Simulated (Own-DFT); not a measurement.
# Stretching a layer in its plane: diamond-structure GeSn with randomly placed atoms, 64 atoms (Ge56Sn8)

Source: density functional calculations with Own-DFT, an unreviewed in-house program that is no longer used. Nothing was measured or relaxed, and spin and spin-orbit coupling are left out.

Method: PBE; PseudoDojo norm-conserving scalar-relativistic files; cutoff 49 hartree; 3 x 3 x 3 k mesh centred on Gamma; Fermi-Dirac smearing of 0.1 eV.

Limits: forces on such cells moved up to 12 meV/angstrom on a denser k mesh; stress not checked against mesh or cutoff.

Unstrained cell vectors in Å: (11.524, 0.000, 0.000); (0.000, 11.524, 0.000); (0.000, 0.000, 11.524). The unstrained cell has measured lattice constants (interpolated for alloys), not those of this functional. That, the random moves and any unrelaxed bonds set the pressure at no strain. Each run strains x and y alike by e, as a substrate would, and holds the height along z. Each atom got a random Gaussian move of width 0.05 Å along each axis. The random placing of the alloy's atoms differs from row to row. Stress is positive in tension.

```
e (%),u (Å),(s_xx + s_yy)/2 (GPa),s_zz (GPa)
-2.50,0.043,-10.01,-8.39
-2.00,0.051,-9.03,-7.85
-1.50,0.051,-7.99,-7.06
-0.75,0.050,-6.68,-6.32
0.25,0.046,-4.80,-4.85
1.75,0.047,-2.29,-3.28
2.00,0.049,-2.40,-3.56
2.25,0.052,?,?
2.50,0.050,-1.33,-2.66
2.75,0.051,-0.81,-2.21
```

## Working it out

With e as a fraction, the in-plane stress is -5.3 + 174 e - 543 e² GPa (errors 3 and 242, scatter 0.17), and s_zz is -5.3 + 115 e - 311 e² GPa (slope ± 4, scatter 0.22). At e = 0 the first slope is C11 + C12 and the second 2 C12, both with the ions held to the strained lattice and at the cell's own pressure. A free layer would change its height as e changes, and the in-plane slope would drop by 2 C12²/C11 to the biaxial modulus. At fixed height, a misfit of 1 % moves the in-plane stress by about 1.7 GPa and s_zz by 1.2 GPa.

## Prediction

Q: what are the two stresses at e = 2.25 %?

The fit gives -1.7 and -2.9 GPa. DFT gave -1.83 and -2.99 GPa.
